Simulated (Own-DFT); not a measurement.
# How HSE06 shifts the pressure of monoclinic HfO2, 94 atoms (Hf32O62), with two O vacancies

All values are computed. Each geometry was run twice at fixed positions with Own-DFT, a retired in-house plane-wave program that no person has reviewed: with PBE, and with HSE06 (exact exchange share 0.25 at short range, screening 0.11 per bohr, Gygi-Baldereschi treatment of its divergence). Both used PseudoDojo norm-conserving files made for PBE, a cutoff of 48 hartree, the Gamma point alone, fixed occupations, a neutral cell and no spin. One k point on a cell 10.1 Å thick isn't converged, and results move with the size of the cell. The hafnium file keeps the 4f electrons in the core, and its forces lie about 75 meV/Å off all-electron values. The oxygen file's force components were 24 meV/Å off all-electron values in a glass.

Unstrained cell vectors in Å: (10.234, 0.000, 0.000); (0.000, 10.350, 0.000); (-1.696, 0.000, 10.445), volume V0 = 1106.4 Å³, from measured lattice constants. Each geometry has its own random strain of a few per cent, its own defect sites and random moves of rms u per axis. HSE06 gave the energy alone. D is its energy less that of PBE, over the lowest D shown. The PBE stress wasn't checked against mesh or cutoff.

| run | V - V0 (Å³) | u (Å) | P with PBE (GPa) | D (eV) |
|---|---|---|---|---|
| 1 | -32.6 | 0.0297 | 12.62 | 0.000 |
| 2 | 16.3 | 0.0520 | 2.07 | 1.428 |
| 3 | 16.7 | 0.0515 | 2.33 | 1.221 |
| 4 | -13.2 | 0.0515 | 8.63 | 0.629 |
| 5 | -3.1 | 0.0324 | 5.18 | 0.784 |
| 6 | -17.9 | 0.0315 | 9.03 | 0.239 |
| 7 | -16.6 | 0.0512 | 9.80 | 0.576 |
| 8 | -6.8 | 0.0493 | 7.09 | 0.843 |
| 9 | -4.6 | 0.0301 | 5.13 | 0.592 |
| 10 | -12.6 | 0.0509 | 8.01 | 0.649 |
| 11 | -18.1 | 0.0325 | 8.36 | 0.348 |
| 12 | 34.0 | 0.0316 | -2.95 | 1.672 |
| 13 | -18.1 | 0.0526 | 10.30 | ? |

## Working it out

D = 0.67 + 0.0246 (V - V0) + 109 u² eV, with an error of 0.0013 on the volume slope, 28 on the last term and a scatter of 0.08 eV. Pressure is -dE/dV, and 1 eV/Å³ is 160.2 GPa, so HSE06 changes the pressure by -3.9 ± 0.2 GPa. With the ions held to the strained lattice, the PBE pressure falls by 252 ± 8 GPa per unit of volume strain; the shape of the strain isn't fitted, so the true error is larger, and a relaxed crystal would be softer. On that slope HSE06's volume at a given pressure is about 1.6 % smaller, or 0.5 % in lengths. At u = 0 and V0 the PBE pressure is 4.0 GPa, which puts the zero-pressure volume, against the measured cell and with the defects in, at +1.6 % for PBE and +0.0 % for HSE06, each good to a few tenths of a per cent.

## Check

Question: what D should run 13 give?

Estimate: 0.53 eV, with rows scattering by 0.08. The run itself gave 0.586 eV.
